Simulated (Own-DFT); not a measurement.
## Calculated data, AlN (wurtzite, atoms displaced)

A calculation, not a measurement: plane-wave PBE density functional theory by an unreviewed code, no spin, of a simulated periodic cell, stress positive in tension, free energy of the whole cell less one offset for each atom, forces on such cells passed a denser k mesh, this cell's mesh not checked; offsets are fitted by least squares, one for each functional and potential file, so energies compare only between cells with the same atoms and settings and are not formation energies; the far tail of each file's local potential was reset to the Coulomb form; each entry is a single point on an unrelaxed cell, so the pressure reflects the starting lattice, mostly measured values (interpolated for alloys), from which strain is counted, and rises with the displacements; printed positions are rounded, which can move forces by about a meV/angstrom; the program, named Own-DFT, is a retired in-house code; no spin-orbit coupling. Program: Own-DFT development build.

Settings shared by all entries: functional PBE; potential files PseudoDojo norm-conserving, scalar-relativistic, standard set; wave cutoff 42 hartree; occupations Fermi-Dirac; smearing width 0.1 eV; hardware one NVIDIA H100; k mesh 2 x 2 x 2 centred on Gamma.

(1) 
```cif
# cell vector a (Å): 12.4480 0.0000 0.0000
# cell vector b (Å): -6.2240 10.7803 0.0000
# cell vector c (Å): 0.0000 0.0000 9.9640
data_AlN
_symmetry_space_group_name_H-M 'P 1'
_symmetry_Int_Tables_number 1
_cell_length_a 12.4480
_cell_length_b 12.4480
_cell_length_c 9.9640
_cell_angle_alpha 90.000
_cell_angle_beta 90.000
_cell_angle_gamma 120.000
_cell_volume 1337.10
loop_
_atom_site_label
_atom_site_type_symbol
_atom_site_fract_x
_atom_site_fract_y
_atom_site_fract_z
_atom_site_occupancy
Al1 Al 0.07851 0.16189 0.00363 1
Al2 Al 0.17063 0.07241 0.26529 1
N1 N 0.07386 0.15385 0.18831 1
N2 N 0.16607 0.08292 0.43312 1
Al3 Al 0.07416 0.17239 0.50033 1
Al4 Al 0.16563 0.06534 0.75304 1
N3 N 0.09072 0.18220 0.68725 1
N4 N 0.16752 0.08236 0.94129 1
Al5 Al 0.08151 0.40641 0.99662 1
Al6 Al 0.14586 0.33450 0.24243 1
N5 N 0.07215 0.43109 0.19950 1
N6 N 0.15511 0.31283 0.42316 1
Al7 Al 0.08060 0.41212 0.50544 1
Al8 Al 0.16470 0.33039 0.75895 1
N7 N 0.07531 0.39835 0.69385 1
N8 N 0.16335 0.31965 0.95123 1
Al9 Al 0.06821 0.66304 0.00886 1
Al10 Al 0.15372 0.59211 0.25725 1
N9 N 0.06857 0.64958 0.20225 1
N10 N 0.16241 0.59168 0.42316 1
Al11 Al 0.07490 0.66157 0.49633 1
Al12 Al 0.17078 0.56816 0.74548 1
N11 N 0.07375 0.64728 0.70779 1
N12 N 0.17389 0.57389 0.93804 1
Al13 Al 0.08684 0.91320 0.99784 1
Al14 Al 0.16908 0.83044 0.24894 1
N13 N 0.06310 0.90164 0.19485 1
N14 N 0.17220 0.84358 0.45988 1
Al15 Al 0.10257 0.92775 0.48392 1
Al16 Al 0.16257 0.82648 0.73619 1
N15 N 0.09399 0.92109 0.67890 1
N16 N 0.16211 0.82317 0.93774 1
Al17 Al 0.34387 0.16372 0.99221 1
Al18 Al 0.42972 0.09016 0.24481 1
N17 N 0.30968 0.14430 0.18041 1
N18 N 0.40803 0.07916 0.44530 1
Al19 Al 0.33055 0.17922 0.50092 1
Al20 Al 0.41882 0.08410 0.73055 1
N19 N 0.33543 0.17775 0.68466 1
N20 N 0.40662 0.07557 0.92605 1
Al21 Al 0.33935 0.41747 0.00368 1
Al22 Al 0.42612 0.32758 0.24822 1
N21 N 0.32876 0.42319 0.17808 1
N22 N 0.42086 0.32300 0.41835 1
Al23 Al 0.34360 0.39010 0.50273 1
Al24 Al 0.42232 0.33462 0.75095 1
N23 N 0.33604 0.43337 0.70659 1
N24 N 0.41635 0.34045 0.94196 1
Al25 Al 0.31856 0.66041 0.99687 1
Al26 Al 0.40549 0.58444 0.23578 1
N25 N 0.33702 0.67152 0.19183 1
N26 N 0.41275 0.58956 0.44599 1
Al27 Al 0.35402 0.67932 0.50253 1
Al28 Al 0.40384 0.56970 0.75854 1
N27 N 0.34038 0.68134 0.68682 1
N28 N 0.41844 0.59221 0.94009 1
Al29 Al 0.31999 0.91848 0.00320 1
Al30 Al 0.41608 0.83066 0.23068 1
N29 N 0.31632 0.89522 0.17518 1
N30 N 0.42016 0.84038 0.44170 1
Al31 Al 0.32540 0.91097 0.49901 1
Al32 Al 0.41017 0.81632 0.74609 1
N31 N 0.34177 0.91956 0.68325 1
N32 N 0.41624 0.83447 0.94257 1
Al33 Al 0.56597 0.16352 0.99073 1
Al34 Al 0.65993 0.09971 0.24372 1
N33 N 0.57749 0.15757 0.19146 1
N34 N 0.66822 0.08729 0.44026 1
Al35 Al 0.56326 0.15646 0.49912 1
Al36 Al 0.67288 0.08455 0.74912 1
N35 N 0.58842 0.16469 0.68885 1
N36 N 0.65776 0.09080 0.93584 1
Al37 Al 0.60453 0.42114 0.00086 1
Al38 Al 0.65920 0.32960 0.25837 1
N37 N 0.59163 0.43216 0.17014 1
N38 N 0.67600 0.32463 0.44292 1
Al39 Al 0.58757 0.41426 0.48478 1
Al40 Al 0.67566 0.34545 0.75688 1
N39 N 0.58275 0.40725 0.69202 1
N40 N 0.66672 0.33163 0.94041 1
Al41 Al 0.57719 0.65953 0.00289 1
Al42 Al 0.66425 0.59403 0.24485 1
N41 N 0.56831 0.63631 0.17753 1
N42 N 0.67039 0.59379 0.43653 1
Al43 Al 0.57365 0.65300 0.51551 1
Al44 Al 0.68067 0.59302 0.74733 1
N43 N 0.57918 0.66281 0.68422 1
N44 N 0.66969 0.59793 0.95351 1
Al45 Al 0.59398 0.92845 0.99814 1
Al46 Al 0.66624 0.83845 0.25203 1
N45 N 0.56922 0.89560 0.18163 1
N46 N 0.67270 0.84313 0.46345 1
Al47 Al 0.59275 0.90657 0.50991 1
Al48 Al 0.67594 0.82237 0.76265 1
N47 N 0.56612 0.91317 0.70525 1
N48 N 0.65754 0.83522 0.94283 1
Al49 Al 0.83055 0.17478 0.99068 1
Al50 Al 0.92067 0.07777 0.25858 1
N49 N 0.82797 0.15918 0.18553 1
N50 N 0.93038 0.08385 0.44423 1
Al51 Al 0.81610 0.16345 0.50971 1
Al52 Al 0.90490 0.07248 0.75767 1
N51 N 0.84650 0.16782 0.67426 1
N52 N 0.91866 0.08487 0.94169 1
Al53 Al 0.84703 0.42388 0.99205 1
Al54 Al 0.91739 0.33104 0.25211 1
N53 N 0.84232 0.42943 0.17518 1
N54 N 0.91632 0.32778 0.45089 1
Al55 Al 0.84128 0.41498 0.49616 1
Al56 Al 0.92671 0.32792 0.74971 1
N55 N 0.84585 0.42730 0.70088 1
N56 N 0.91801 0.33609 0.94675 1
Al57 Al 0.83994 0.67414 0.00264 1
Al58 Al 0.91516 0.57747 0.24502 1
N57 N 0.85840 0.67533 0.17780 1
N58 N 0.91488 0.58916 0.44252 1
Al59 Al 0.83359 0.65758 0.49634 1
Al60 Al 0.91479 0.58517 0.75558 1
N59 N 0.83305 0.67653 0.70176 1
N60 N 0.91089 0.57344 0.94734 1
Al61 Al 0.83279 0.89796 0.02401 1
Al62 Al 0.92900 0.82956 0.25046 1
N61 N 0.85041 0.91626 0.18427 1
N62 N 0.91806 0.83290 0.47069 1
Al63 Al 0.83469 0.92524 0.49754 1
Al64 Al 0.93053 0.84586 0.74248 1
N63 N 0.84266 0.91652 0.69154 1
N64 N 0.90066 0.82546 0.96100 1
_calc_free_energy_of_cell_above_offsets '-19.875'  # eV
_calc_pressure 12.91  # GPa
_calc_stress_xx -14.22  # GPa
_calc_stress_yy -12.46  # GPa
_calc_stress_zz -12.04  # GPa
_calc_stress_yz -1.6  # GPa
_calc_stress_xz 1  # GPa
_calc_stress_xy -0.43  # GPa
_calc_wall_time 432.5  # s
```

Force:
```tsv
element	x (eV/Å)	y (eV/Å)	z (eV/Å)
Al	0.853	-1.46	0.279
Al	-4.228	-0.361	-4.658
N	1.179	1.68	0.579
N	0.299	2.405	3.857
Al	3.948	-1.111	2.733
Al	-1.379	5.368	0.41
N	0.751	-4.077	0.054
N	0.683	-1.226	-0.535
Al	0.307	1.618	1.407
Al	3.128	-0.52	-0.862
N	2.709	-1.97	-1.983
N	0.78	5.257	1.282
Al	1.4	0.553	-1.815
Al	1.52	-0.067	0.866
N	2.603	3.814	-1.359
N	-0.355	2.675	-1.086
Al	2.709	-0.324	-0.641
Al	6.474	-2.018	-2.964
N	-1.239	6.12	-3.391
N	1.214	-1.201	7.426
Al	1.411	1.143	1.702
Al	-1.552	1.937	0.664
N	1.259	2.4	-2.607
N	-4.487	-2.383	-1.168
Al	-1.961	0.218	0.901
Al	-2.626	-1.248	1.144
N	11.14	6.204	-2.775
N	0.412	-5.048	-3.776
Al	-5.412	-0.906	2.792
Al	2.065	-0.361	0.814
N	-0.238	-2.134	0.539
N	-1.728	0.244	-0.299
Al	-4.543	1.556	0.41
Al	-5.964	-4.024	2.049
N	5.707	3.325	-0.318
N	-1.401	0.725	-2.007
Al	1.005	-4.996	-0.319
Al	0.455	-0.355	0.887
N	0.266	-1.261	0.202
N	0.845	0.49	0.248
Al	-1.879	0.688	-1.377
Al	-3.032	0.876	-6.264
N	0.054	-2.025	3.551
N	1.495	1.631	3.439
Al	-6.306	4.476	0.173
Al	-1.355	1.027	2.053
N	1.338	-11.08	-4.933
N	3.505	-1.973	-0.592
Al	4.317	3.882	1.785
Al	1.966	-1.222	2.106
N	-3.339	-1.622	-1.218
N	3.739	-3.347	-1.751
Al	-4.033	0.483	-0.555
Al	1.024	10.9	1.859
N	-0.366	-10.72	-2.264
N	-0.557	-1.905	0.194
Al	3.151	-1.716	-3.688
Al	-1.535	-0.198	2.361
N	1.296	3.096	3.051
N	0.745	0.024	-1.316
Al	4.275	1.293	0.866
Al	-1.696	9.028	5.197
N	-1.959	-1.251	0.898
N	-1.257	-0.077	0.119
Al	2.272	0.336	-0.654
Al	8.719	-4.947	3.173
N	-3.765	5.219	-3.763
N	-2.388	-1.647	-1.176
Al	4.255	0.614	1.515
Al	-1.411	-1.2	-0.631
N	-0.91	1.636	-0.087
N	1.827	0.517	0.809
Al	-3.66	1.831	-2.948
Al	1.898	2.024	-2.579
N	0.52	-3.192	6.293
N	-2.634	0.793	-0.776
Al	1.141	0.881	1.841
Al	1.528	-2.523	-1.523
N	-0.616	2.613	-1.981
N	1.418	-0.532	0.153
Al	-1.885	2.257	-1.441
Al	4.536	-1.069	0.786
N	-3.492	4.356	2.087
N	0.257	-2.511	-0.104
Al	-0.397	1.718	-4.241
Al	-3.921	-2.191	1.93
N	0.938	-0.442	4.838
N	3.299	-2.619	-2.861
Al	-2.527	-1.934	-0.852
Al	1.026	-0.869	0.295
N	2.171	4.057	0.352
N	4.106	-4.312	-4.454
Al	-8.092	4.028	1.908
Al	-1.961	1.087	-1.173
N	5.31	1.674	-2.054
N	3.455	-1.034	1.035
Al	0.936	-2.513	1.699
Al	-1.18	0.183	-1.109
N	-0.451	0.92	0.662
N	-5.596	-2.105	-1.67
Al	2.645	0.751	-4.23
Al	2.257	1.728	-0.463
N	-1.64	-0.859	5.831
N	-1.868	-0.853	0.006
Al	-1.892	-3.623	1.379
Al	-2.112	-0.782	-0.107
N	-1.023	-4.755	2.508
N	-0.117	0.29	-1.477
Al	-0.755	1.001	1.84
Al	-4.238	-0.491	1.055
N	-0.59	-2.756	-1.429
N	1.202	-0.58	-2.338
Al	-0.485	-3.743	-0.793
Al	-2.582	0.527	1.789
N	-2.944	-1.558	3.219
N	1.965	-3.283	-1.464
Al	-2.972	3.854	1.974
Al	-0.268	0.538	0.575
N	3.693	-0.314	-1.506
N	-1.26	4.439	-2.065
Al	-5.827	3.52	-6.278
Al	-8.402	-4.222	4.609
N	-2.63	-0.381	8.324
N	0.902	-0.014	-3.209
Al	2.741	-1.237	1.532
Al	-0.346	-1.405	0.394
N	-2.192	0.151	0.182
N	6.418	1.993	-5.533
```

(2) 
```cif
# cell vector a (Å): 12.4480 0.0000 0.0000
# cell vector b (Å): -6.2240 10.7803 0.0000
# cell vector c (Å): 0.0000 0.0000 9.9640
data_AlN
_symmetry_space_group_name_H-M 'P 1'
_symmetry_Int_Tables_number 1
_cell_length_a 12.4480
_cell_length_b 12.4480
_cell_length_c 9.9640
_cell_angle_alpha 90.000
_cell_angle_beta 90.000
_cell_angle_gamma 120.000
_cell_volume 1337.10
loop_
_atom_site_label
_atom_site_type_symbol
_atom_site_fract_x
_atom_site_fract_y
_atom_site_fract_z
_atom_site_occupancy
Al1 Al 0.06952 0.16411 0.01763 1
Al2 Al 0.16847 0.09249 0.26853 1
N1 N 0.08543 0.16654 0.19061 1
N2 N 0.17658 0.09298 0.42243 1
Al3 Al 0.08604 0.15653 0.50206 1
Al4 Al 0.14654 0.07302 0.73775 1
N3 N 0.07268 0.15067 0.70102 1
N4 N 0.17385 0.08926 0.95094 1
Al5 Al 0.08339 0.41706 0.99061 1
Al6 Al 0.15279 0.32871 0.27242 1
N5 N 0.08233 0.40523 0.19573 1
N6 N 0.16458 0.33039 0.43997 1
Al7 Al 0.09226 0.42963 0.50931 1
Al8 Al 0.16956 0.35142 0.75856 1
N7 N 0.08739 0.40884 0.71052 1
N8 N 0.15595 0.33230 0.93565 1
Al9 Al 0.10754 0.67461 0.01337 1
Al10 Al 0.15497 0.57833 0.26058 1
N9 N 0.07540 0.67673 0.20512 1
N10 N 0.17488 0.59308 0.45286 1
Al11 Al 0.08216 0.67372 0.49880 1
Al12 Al 0.17310 0.57987 0.78128 1
N11 N 0.08134 0.66746 0.69210 1
N12 N 0.17904 0.58259 0.94944 1
Al13 Al 0.06876 0.91374 0.99690 1
Al14 Al 0.17341 0.82879 0.25669 1
N13 N 0.08317 0.90498 0.17295 1
N14 N 0.17730 0.83988 0.44612 1
Al15 Al 0.09726 0.92198 0.49109 1
Al16 Al 0.14490 0.81300 0.76172 1
N15 N 0.08812 0.90892 0.67621 1
N16 N 0.16606 0.82255 0.94285 1
Al17 Al 0.32803 0.16793 0.99010 1
Al18 Al 0.41478 0.07848 0.26009 1
N17 N 0.32645 0.16639 0.20312 1
N18 N 0.40575 0.08341 0.44257 1
Al19 Al 0.32759 0.16536 0.50091 1
Al20 Al 0.42234 0.07300 0.73456 1
N19 N 0.32733 0.14429 0.68614 1
N20 N 0.41537 0.09501 0.93052 1
Al21 Al 0.31752 0.39963 0.01257 1
Al22 Al 0.40966 0.32762 0.25650 1
N21 N 0.33840 0.40864 0.18356 1
N22 N 0.41354 0.33137 0.43844 1
Al23 Al 0.34032 0.42229 0.48925 1
Al24 Al 0.41746 0.32136 0.74771 1
N23 N 0.31566 0.40279 0.69899 1
N24 N 0.41468 0.31574 0.94640 1
Al25 Al 0.32201 0.65463 0.00786 1
Al26 Al 0.41795 0.57024 0.23431 1
N25 N 0.32751 0.65995 0.20193 1
N26 N 0.41389 0.57692 0.45643 1
Al27 Al 0.32467 0.67269 0.50627 1
Al28 Al 0.41299 0.58875 0.73807 1
N27 N 0.32974 0.66196 0.69166 1
N28 N 0.43513 0.57318 0.94738 1
Al29 Al 0.34629 0.93060 0.99976 1
Al30 Al 0.42566 0.83549 0.23382 1
N29 N 0.33140 0.91446 0.19464 1
N30 N 0.40362 0.83577 0.44801 1
Al31 Al 0.31588 0.91258 0.50785 1
Al32 Al 0.42157 0.84218 0.76480 1
N31 N 0.32173 0.91780 0.69480 1
N32 N 0.42260 0.84675 0.95074 1
Al33 Al 0.58030 0.16908 0.01406 1
Al34 Al 0.66160 0.09889 0.23558 1
N33 N 0.58433 0.18522 0.19351 1
N34 N 0.65382 0.07411 0.42968 1
Al35 Al 0.57936 0.17992 0.51955 1
Al36 Al 0.67791 0.09887 0.74735 1
N35 N 0.57419 0.15732 0.70257 1
N36 N 0.65776 0.08740 0.94257 1
Al37 Al 0.59011 0.41518 0.99983 1
Al38 Al 0.66095 0.33165 0.25170 1
N37 N 0.59257 0.41188 0.18760 1
N38 N 0.66262 0.33472 0.43098 1
Al39 Al 0.59154 0.42981 0.52278 1
Al40 Al 0.66531 0.32900 0.73689 1
N39 N 0.58750 0.40402 0.68412 1
N40 N 0.65805 0.32040 0.94515 1
Al41 Al 0.59372 0.68062 0.00043 1
Al42 Al 0.66555 0.57828 0.26300 1
N41 N 0.58504 0.67411 0.18037 1
N42 N 0.68196 0.60084 0.45085 1
Al43 Al 0.59812 0.67502 0.47834 1
Al44 Al 0.64964 0.57986 0.77368 1
N43 N 0.57909 0.67041 0.67971 1
N44 N 0.66967 0.59052 0.92546 1
Al45 Al 0.57695 0.89349 0.00985 1
Al46 Al 0.66781 0.83360 0.27066 1
N45 N 0.57803 0.92286 0.19745 1
N46 N 0.65735 0.82359 0.44897 1
Al47 Al 0.56448 0.91006 0.49412 1
Al48 Al 0.68886 0.83867 0.73556 1
N47 N 0.59113 0.91585 0.68256 1
N48 N 0.64935 0.82605 0.94047 1
Al49 Al 0.82073 0.15629 0.02069 1
Al50 Al 0.91007 0.07580 0.24393 1
N49 N 0.81926 0.16202 0.19248 1
N50 N 0.91938 0.08977 0.43164 1
Al51 Al 0.83977 0.16470 0.50095 1
Al52 Al 0.89862 0.07124 0.75641 1
N51 N 0.83211 0.17069 0.69500 1
N52 N 0.90859 0.07152 0.92327 1
Al53 Al 0.83283 0.41922 0.02394 1
Al54 Al 0.91434 0.33043 0.25247 1
N53 N 0.83922 0.42691 0.18894 1
N54 N 0.91332 0.34167 0.43467 1
Al55 Al 0.83990 0.43170 0.50162 1
Al56 Al 0.90681 0.33275 0.73539 1
N55 N 0.83281 0.41234 0.70620 1
N56 N 0.91238 0.33918 0.94969 1
Al57 Al 0.83376 0.64465 0.00461 1
Al58 Al 0.92885 0.59592 0.26408 1
N57 N 0.85604 0.67775 0.19037 1
N58 N 0.89234 0.57808 0.43459 1
Al59 Al 0.82808 0.67781 0.49666 1
Al60 Al 0.91548 0.58979 0.76275 1
N59 N 0.82417 0.65954 0.67966 1
N60 N 0.90797 0.56959 0.93907 1
Al61 Al 0.84781 0.93047 0.97788 1
Al62 Al 0.93124 0.83500 0.23097 1
N61 N 0.85423 0.91919 0.18588 1
N62 N 0.91087 0.80542 0.43243 1
Al63 Al 0.82681 0.90942 0.51200 1
Al64 Al 0.91138 0.83390 0.73522 1
N63 N 0.83153 0.91574 0.69317 1
N64 N 0.90941 0.83921 0.94455 1
_calc_free_energy_of_cell_above_offsets '-15.579'  # eV
_calc_pressure 14.05  # GPa
_calc_stress_xx -12.27  # GPa
_calc_stress_yy -13.37  # GPa
_calc_stress_zz -16.52  # GPa
_calc_stress_yz 1.54  # GPa
_calc_stress_xz -1.03  # GPa
_calc_stress_xy 0.28  # GPa
_calc_wall_time 424.4  # s
```

Force:
```tsv
element	x (eV/Å)	y (eV/Å)	z (eV/Å)
Al	2.305	0.323	-4.742
Al	0.372	-1.502	-13.28
N	-1.942	0.417	2.735
N	-1.421	-2.476	11.76
Al	-2.075	1.779	1.036
Al	5.853	-0.644	3.384
N	-3.75	2.152	-2.927
N	-5.048	-2.88	-2.103
Al	-2.073	-2.116	2.218
Al	2.31	-0.762	-4.803
N	-2.139	2.527	-0.873
N	-0.02	0.322	4.569
Al	-0.072	-2.013	0.266
Al	5.225	-6.653	1.337
N	-8.32	4.441	-3.923
N	1.505	-1.077	2.756
Al	-3.189	-1.409	0.555
Al	1.51	-0.061	-0.119
N	5.882	-2.084	-2.059
N	-4.154	-2.309	-1.911
Al	-0.554	-0.942	1.265
Al	-1.309	0.603	-7.471
N	0.371	-3.662	-0.3
N	-4.528	-1.384	2.174
Al	3.127	1.65	-0.736
Al	-1.441	3.463	-0.662
N	2.187	2.229	3.519
N	-5.351	-3.965	-3.378
Al	-2.314	-0.986	-0.124
Al	2.046	4.473	-0.365
N	-2.83	0.146	1.206
N	-0.566	1.899	0.172
Al	2.094	-3.134	3.133
Al	-1.36	1.352	-0.925
N	1.598	-0.729	-1.354
N	1.781	-0.416	1.28
Al	1.639	1.19	0.428
Al	-5.122	-0.152	3.607
N	-2.051	2.544	-0.242
N	2.004	-2.308	1.243
Al	2.085	0.723	-4.53
Al	2.343	-0.32	-1.307
N	-2.135	0.193	3.451
N	0.903	1.329	1.881
Al	-1.005	-3.47	2.655
Al	-1.769	-0.926	0.9
N	4.597	2.359	-2.154
N	-0.569	6.535	-2.044
Al	7.027	3.35	1.9
Al	-1.275	1.676	1.254
N	-0.043	-0.073	-1.17
N	0.168	4.021	-2.85
Al	4.247	1.277	0.265
Al	3.126	-2.057	1.43
N	-2.276	1.705	1.703
N	-4.375	-0.237	-0.68
Al	-2.725	0.6	0.032
Al	-4.489	-2.247	3.026
N	1.459	0.491	-1.007
N	0.503	-0.979	-1.421
Al	6.642	4	2.111
Al	0.339	-0.382	-2.367
N	1.601	-3.531	0.385
N	-0.025	-3.302	-0.165
Al	-1.376	-0.899	-2.982
Al	-0.431	-2.749	3.191
N	-0.282	-5.199	-0.329
N	0.589	2.072	1.228
Al	0.771	-2.401	-3.957
Al	-1.935	-3.981	1.864
N	3.556	3.518	-2.475
N	2.195	-1.325	0.783
Al	-1.704	-0.88	-0.359
Al	2.437	3.243	1.02
N	-3.91	3.142	0.327
N	0.149	1.002	4.1
Al	-0.464	-0.238	-7.729
Al	1.581	-0.919	4.473
N	-3.259	1.393	5.342
N	0.985	3.537	-1.302
Al	1.043	-4.031	-0.286
Al	1.348	0.559	-2.323
N	1.149	-0.482	3.843
N	-3.779	-5.543	-3.106
Al	-4.101	-5.605	4.601
Al	-0.148	0.009	-13.37
N	1.852	-0.53	0.728
N	2.346	-0.41	12.66
Al	-2.998	5.099	0.656
Al	0.396	1.057	-4.099
N	4.374	0.691	-0.986
N	0.234	6.098	-0.766
Al	1.173	1.609	1.071
Al	-10.6	-5.558	3.155
N	-0.618	0.947	1.251
N	5.481	2.626	-3.547
Al	-0.704	1.656	-5.935
Al	0.341	0.845	0.903
N	3.09	0.739	2.175
N	1.26	-2.165	1.377
Al	-3.188	0.567	-0.782
Al	1.405	4	-4.186
N	2.097	-0.521	-2.04
N	-1.068	6.515	4.598
Al	-0.151	-2.262	-6.608
Al	-0.764	0.874	-1.319
N	0.442	-0.526	6.073
N	1.757	-0.346	2.63
Al	-0.928	-3.486	0.553
Al	4.181	-0.209	3.993
N	-2.793	2.779	-3.521
N	1.418	-1.364	-0.407
Al	-2.986	3.393	0.722
Al	-3.831	-3.341	-1.733
N	-2.964	-3.656	-1.241
N	2.976	2.517	2.231
Al	3.911	-7.657	5.421
Al	-0.181	-1.347	-2.603
N	-0.165	1.001	2.669
N	2.486	1.41	0.986
Al	-3.29	-6.092	5.254
Al	-1.5	-0.138	2.311
N	-3.795	0.111	-0.41
N	0.959	14	-3.4
Al	0.893	0.953	-3.972
Al	3.025	-2.066	1.559
N	4.682	2.808	-2.281
N	2.798	-3.425	-3.337
```
